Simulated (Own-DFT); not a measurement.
AlGa$_{3}$N$_{4}$ (wurtzite random alloy, strained, atoms displaced) (calculated)

Computed with Own-DFT development build. A calculation, not a measurement: plane-wave PBE density functional theory by an unreviewed code, no spin, of a simulated periodic cell, stress positive in tension, free energy of the whole cell less one offset for each atom, forces on such cells passed a denser k mesh, this cell's mesh not checked; offsets are fitted by least squares, one for each functional and potential file, so energies compare only between cells with the same atoms and settings and are not formation energies; the far tail of each file's local potential was reset to the Coulomb form; each entry is a single point on an unrelaxed cell, so the pressure reflects the starting lattice, mostly measured values, from which strain is counted, and rises with the displacements; printed positions are rounded, which can move forces by about a meV/angstrom; the program is a retired in-house code; no spin-orbit coupling.

Settings shared by all entries: functional PBE; potential files PseudoDojo norm-conserving, scalar-relativistic, standard set with the stringent files for Ga; wave cutoff 96 hartree; occupations Gaussian; smearing width 0.01 eV; k mesh 4 x 4 x 3 centred on Gamma.

(1) AlGa$_{3}$N$_{4}$ (wurtzite random alloy, strained, atoms displaced)

```cif
# cell vector a (Å): 9.5092 -0.0238 0.0000
# cell vector b (Å): -4.7752 8.2471 0.0000
# cell vector c (Å): 0.0000 0.0000 10.2685
data_AlGa3N4
_symmetry_space_group_name_H-M 'P 1'
_symmetry_Int_Tables_number 1
_cell_length_a 9.5092
_cell_length_b 9.5298
_cell_length_c 10.2685
_cell_angle_alpha 90.000
_cell_angle_beta 90.000
_cell_angle_gamma 120.215
_cell_volume 804.12
loop_
_atom_site_label
_atom_site_type_symbol
_atom_site_fract_x
_atom_site_fract_y
_atom_site_fract_z
_atom_site_occupancy
Ga1 Ga 0.11347 0.22597 0.00095 1
Ga2 Ga 0.22392 0.11252 0.25153 1
N1 N 0.10452 0.20958 0.18544 1
N2 N 0.21694 0.11290 0.44074 1
Ga3 Ga 0.09766 0.22557 0.50832 1
Ga4 Ga 0.21270 0.10044 0.74074 1
N3 N 0.12310 0.22801 0.69181 1
N4 N 0.21164 0.11052 0.94623 1
Ga5 Ga 0.11923 0.55759 0.99821 1
Ga6 Ga 0.21693 0.43910 0.25612 1
N5 N 0.10060 0.55130 0.19288 1
N6 N 0.20777 0.42937 0.43452 1
Ga7 Ga 0.12207 0.56170 0.50512 1
Ga8 Ga 0.22581 0.44558 0.75340 1
N7 N 0.10905 0.55687 0.68449 1
N8 N 0.22017 0.44730 0.93312 1
Ga9 Ga 0.11020 0.88442 0.99101 1
Ga10 Ga 0.21691 0.78033 0.24557 1
N9 N 0.11247 0.88986 0.20207 1
N10 N 0.22273 0.78389 0.43151 1
Ga11 Ga 0.10322 0.88739 0.50181 1
Ga12 Ga 0.22359 0.77984 0.74734 1
N11 N 0.11275 0.88918 0.68459 1
N12 N 0.21362 0.77328 0.94259 1
Al1 Al 0.44246 0.22454 0.00031 1
Al2 Al 0.56295 0.11810 0.25101 1
N13 N 0.43750 0.21729 0.19671 1
N14 N 0.55310 0.10774 0.43744 1
Ga13 Ga 0.44019 0.21497 0.49943 1
Al3 Al 0.55841 0.11554 0.75025 1
N15 N 0.44300 0.22446 0.68656 1
N16 N 0.55239 0.11539 0.94400 1
Ga14 Ga 0.43086 0.55098 0.99894 1
Al4 Al 0.55739 0.45536 0.26006 1
N17 N 0.44867 0.56143 0.19285 1
N18 N 0.54998 0.43797 0.44048 1
Ga15 Ga 0.43472 0.55449 0.49822 1
Al5 Al 0.55804 0.44169 0.76616 1
N19 N 0.43812 0.54575 0.69143 1
N20 N 0.55157 0.44306 0.94430 1
Ga16 Ga 0.44811 0.89949 0.98877 1
Al6 Al 0.55891 0.78240 0.24986 1
N21 N 0.44559 0.88809 0.18497 1
N22 N 0.55759 0.78016 0.43451 1
Ga17 Ga 0.44354 0.88816 0.49012 1
Al7 Al 0.55260 0.78768 0.75107 1
N23 N 0.44239 0.88602 0.68945 1
N24 N 0.54912 0.78248 0.93601 1
Ga18 Ga 0.78003 0.21260 0.99365 1
Al8 Al 0.88060 0.11040 0.25129 1
N25 N 0.77477 0.21629 0.18477 1
N26 N 0.87975 0.11230 0.43963 1
Ga19 Ga 0.78534 0.22490 0.48966 1
Ga20 Ga 0.89627 0.11413 0.75194 1
N27 N 0.79106 0.23411 0.70478 1
N28 N 0.88830 0.11903 0.93731 1
Ga21 Ga 0.77303 0.55489 0.99725 1
Ga22 Ga 0.89179 0.44018 0.24757 1
N29 N 0.77406 0.55968 0.18749 1
N30 N 0.88647 0.44732 0.44594 1
Ga23 Ga 0.77279 0.55775 0.49498 1
Ga24 Ga 0.89173 0.44719 0.75150 1
N31 N 0.77229 0.55039 0.68161 1
N32 N 0.88948 0.45513 0.93488 1
Ga25 Ga 0.78566 0.89408 0.99891 1
Al9 Al 0.88796 0.77908 0.24590 1
N33 N 0.78977 0.90026 0.19175 1
N34 N 0.89814 0.78481 0.44277 1
Ga26 Ga 0.76980 0.88005 0.50331 1
Ga27 Ga 0.88620 0.77993 0.74731 1
N35 N 0.77301 0.88392 0.69716 1
N36 N 0.88338 0.78210 0.93678 1
```

- free energy of cell above offsets: -9.052 eV
- pressure: 7.03 GPa
- stress xx: -8.01 GPa
- stress yy: -6.48 GPa
- stress zz: -6.61 GPa
- stress yz: -0.21 GPa
- stress xz: 0.63 GPa
- stress xy: 0.74 GPa

Force:
```csv
element,x (eV/Å),y (eV/Å),z (eV/Å)
Ga,-0.842,-0.221,0.284
Ga,-0.696,-0.55,0.581
N,-1.444,1.373,1.103
N,-0.487,0.015,0.652
Ga,1.729,-1.635,-0.754
Ga,1.307,1.881,1.592
N,-1.686,-0.744,0.018
N,2.333,0.055,-1.558
Ga,-2.06,-0.506,1.064
Ga,0.073,-0.083,-2.151
N,2.4,0.722,-1.269
N,0.288,2.195,1.412
Ga,-1.482,0.027,-1.805
Ga,-0.784,0.361,-1.342
N,1.067,0.229,1.454
N,-0.088,-0.866,1.268
Ga,-1.265,0.78,2.12
Ga,1.636,-0.418,-0.013
N,-1.91,-0.448,-2.221
N,0.262,-0.843,1.407
Ga,2.17,1.292,-1.002
Ga,-0.275,-0.637,0.392
N,-0.448,-1.217,0.953
N,1.318,0.802,-1.389
Al,-0.476,-0.692,1.297
Al,-1.468,-1.217,-0.706
N,2.073,2.028,-1.369
N,0.668,0.798,-0.591
Ga,-0.472,0.452,-0.02
Al,-0.053,0.313,-0.335
N,1.199,-0.25,1.779
N,-0.513,1.305,-1.84
Ga,1.602,1.603,0.92
Al,0.293,-1.489,-1.562
N,-0.285,-0.18,0.106
N,-0.652,0.979,-0.629
Ga,1.038,-0.761,0.684
Al,-0.607,0.146,-3.303
N,1.357,2.07,0.15
N,-0.657,-0.649,-0.201
Ga,-0.548,-1.455,2.129
Al,-0.287,0.226,-1.171
N,0.519,0.715,0.652
N,-0.367,-0.957,-0.271
Ga,-0.382,0.078,0.874
Al,1.005,-1.938,0.08
N,0.427,1.654,-0.284
N,1.286,-0.558,-0.382
Ga,-2.767,2.641,0.885
Al,1.457,0.39,-0.182
N,0.085,0.108,0.681
N,1.84,-1.645,-1.013
Ga,-2.694,0.865,2.381
Ga,-0.445,0.016,-0.429
N,-1.225,-2.953,-1.925
N,2.567,-1.556,-0.239
Ga,0.467,0.57,0.879
Ga,-2.306,-0.041,0.879
N,-0.062,-0.082,0.96
N,0.844,0.204,-1.352
Ga,0.367,-0.263,0.544
Ga,-0.719,1.324,-0.553
N,-0.645,0.419,1.961
N,0.867,-0.989,1.246
Ga,-1.704,0.159,0.556
Al,0.663,0.387,0.699
N,-0.988,-1.54,0.193
N,-2.879,-1.457,-1.904
Ga,0.774,0.987,0.179
Ga,0.674,-1.517,-0.001
N,-1.12,0.947,-1.043
N,1.133,-0.763,-0.213
```

(2) AlGa$_{3}$N$_{4}$ (wurtzite random alloy, strained, atoms displaced)

```cif
# cell vector a (Å): 9.5092 0.0000 -0.0238
# cell vector b (Å): -4.7546 8.2353 0.0119
# cell vector c (Å): -0.0257 0.0000 10.2685
data_AlGa3N4
_symmetry_space_group_name_H-M 'P 1'
_symmetry_Int_Tables_number 1
_cell_length_a 9.5092
_cell_length_b 9.5093
_cell_length_c 10.2685
_cell_angle_alpha 89.857
_cell_angle_beta 90.287
_cell_angle_gamma 120.000
_cell_volume 804.13
loop_
_atom_site_label
_atom_site_type_symbol
_atom_site_fract_x
_atom_site_fract_y
_atom_site_fract_z
_atom_site_occupancy
Ga1 Ga 0.11872 0.21767 0.00075 1
Ga2 Ga 0.22283 0.10437 0.24977 1
N1 N 0.10535 0.20978 0.19455 1
N2 N 0.22203 0.10841 0.43364 1
Ga3 Ga 0.10886 0.22236 0.50063 1
Al1 Al 0.22941 0.11840 0.75241 1
N3 N 0.12048 0.23400 0.70292 1
N4 N 0.21789 0.11184 0.94236 1
Ga4 Ga 0.09796 0.54048 0.00636 1
Ga5 Ga 0.21413 0.44436 0.24858 1
N5 N 0.11628 0.54801 0.18416 1
N6 N 0.22006 0.44006 0.43528 1
Ga6 Ga 0.13137 0.56873 0.50096 1
Ga7 Ga 0.21374 0.43723 0.74158 1
N7 N 0.10444 0.56037 0.68174 1
N8 N 0.21874 0.44511 0.93419 1
Ga8 Ga 0.11649 0.89374 0.00377 1
Ga9 Ga 0.22046 0.76749 0.24209 1
N9 N 0.11269 0.89979 0.18885 1
N10 N 0.21780 0.78378 0.43567 1
Ga10 Ga 0.11441 0.89500 0.50066 1
Ga11 Ga 0.23377 0.78391 0.74241 1
N11 N 0.12165 0.89059 0.69415 1
N12 N 0.21314 0.77221 0.94279 1
Al2 Al 0.44494 0.22384 0.99535 1
Ga12 Ga 0.54962 0.10757 0.24810 1
N13 N 0.44319 0.23223 0.19257 1
N14 N 0.56346 0.12094 0.43658 1
Al3 Al 0.44411 0.21894 0.49999 1
Al4 Al 0.55980 0.11321 0.73693 1
N15 N 0.44011 0.21398 0.68948 1
N16 N 0.55196 0.11000 0.93318 1
Ga13 Ga 0.45376 0.56900 0.99936 1
Ga14 Ga 0.56058 0.44471 0.25142 1
N17 N 0.45061 0.55133 0.18115 1
N18 N 0.56480 0.45516 0.43637 1
Ga15 Ga 0.43979 0.56166 0.50373 1
Ga16 Ga 0.55417 0.44410 0.75257 1
N19 N 0.43513 0.54100 0.68556 1
N20 N 0.55889 0.43949 0.94095 1
Ga17 Ga 0.43555 0.88292 0.99964 1
Al5 Al 0.56613 0.78524 0.24290 1
N21 N 0.44418 0.88407 0.18567 1
N22 N 0.55520 0.78070 0.45141 1
Ga18 Ga 0.45209 0.89113 0.49916 1
Ga19 Ga 0.55879 0.77868 0.74239 1
N23 N 0.44320 0.88400 0.68579 1
N24 N 0.54556 0.77581 0.95271 1
Ga20 Ga 0.76948 0.21392 0.99652 1
Al6 Al 0.88669 0.10553 0.24824 1
N25 N 0.77564 0.21866 0.18679 1
N26 N 0.88783 0.11216 0.43493 1
Ga21 Ga 0.77836 0.22506 0.50352 1
Al7 Al 0.89703 0.11146 0.74200 1
N27 N 0.77460 0.21387 0.69006 1
N28 N 0.88434 0.10555 0.93759 1
Ga22 Ga 0.79065 0.56105 0.99791 1
Al8 Al 0.88483 0.44378 0.24449 1
N29 N 0.77351 0.55249 0.19157 1
N30 N 0.89415 0.44287 0.44307 1
Ga23 Ga 0.76985 0.55076 0.49962 1
Ga24 Ga 0.88856 0.44997 0.75821 1
N31 N 0.77288 0.56249 0.68899 1
N32 N 0.88605 0.44284 0.94523 1
Ga25 Ga 0.77850 0.88989 0.00107 1
Ga26 Ga 0.89149 0.78383 0.24801 1
N33 N 0.77876 0.88612 0.18535 1
N34 N 0.89841 0.78547 0.44315 1
Ga27 Ga 0.77618 0.87900 0.50652 1
Al9 Al 0.89299 0.78924 0.75271 1
N35 N 0.78467 0.89397 0.69273 1
N36 N 0.88423 0.77450 0.94151 1
```

- free energy of cell above offsets: -8.617 eV
- pressure: 7.2 GPa
- stress xx: -7.49 GPa
- stress yy: -7.57 GPa
- stress zz: -6.53 GPa
- stress yz: 0.16 GPa
- stress xz: -0.36 GPa
- stress xy: 0.66 GPa

Force:
```csv
element,x (eV/Å),y (eV/Å),z (eV/Å)
Ga,-2.793,1.574,0.799
Ga,-0.271,2.365,0.343
N,-0.87,0.944,-0.56
N,0.604,1.519,1.855
Ga,0.396,-0.531,-0.296
Al,-0.201,-1.102,0.303
N,0.042,-5.431,-2.544
N,2.862,-0.158,-1.745
Ga,1.783,1.26,-2.193
Ga,3.485,-1.843,0.016
N,-3.473,0.605,1.233
N,0.296,0.805,0.538
Ga,-2.274,-1.223,-0.916
Ga,-0.758,4.389,2.342
N,1.045,-0.357,1.44
N,0.558,-0.249,0.428
Ga,-0.557,-0.707,-0.826
Ga,-0.702,1.299,0.867
N,1.032,-3.095,-0.372
N,1.937,-0.035,-0.558
Ga,0.176,-0.267,0.776
Ga,-1.43,-1.535,2.034
N,-2.491,1.397,-0.016
N,0.301,-0.281,-0.615
Al,0.14,-0.175,0.908
Ga,0.093,0.733,-0.288
N,1.057,-2.082,-1.849
N,-1.304,-0.955,0.731
Al,-0.475,0.877,-0.516
Al,-0.502,-0.829,1.867
N,0.356,0.377,-0.938
N,-1.019,-0.191,-0.661
Ga,-0.246,-3.808,-0.183
Ga,-1.196,0.434,-0.025
N,-1.361,1.501,2.221
N,-2.19,-2.156,0.848
Ga,1.288,-1.464,-1.301
Ga,0.394,-0.382,0.128
N,-0.028,1.799,0.826
N,-0.48,0.466,-0.166
Ga,-0.589,0.968,-0.54
Al,-0.775,-1.801,0.574
N,0.396,0.077,1.209
N,1.011,-0.279,-2.732
Ga,-1.998,1.054,-0.695
Ga,-0.2,-0.919,1.613
N,1.271,1.822,0.088
N,1.579,2.128,-3.034
Ga,0.415,-0.109,0.252
Al,-0.176,0.656,0.046
N,0.52,0.348,0.512
N,0.076,-0.869,0.401
Ga,0.941,0.377,-0.765
Al,-1.125,0.61,1.812
N,0.69,0.606,0.658
N,0.592,0.722,-1.229
Ga,-2.177,-0.754,0.993
Al,0.516,-0.664,1.467
N,2.193,1.046,-0.546
N,-0.301,1.019,-1.664
Ga,2.57,1.154,0.362
Ga,-0.229,-0.189,-1.504
N,0.795,0.575,0.802
N,0.188,-1.024,-0.877
Ga,-0.421,-0.243,-0.709
Ga,0.506,-0.989,0.897
N,-0.899,0.972,1.335
N,-0.963,-1.159,-0.75
Ga,0.237,1.467,-1.066
Al,1.401,-1.391,0.143
N,0.231,0.008,0.246
N,0.502,1.291,-1.239
```
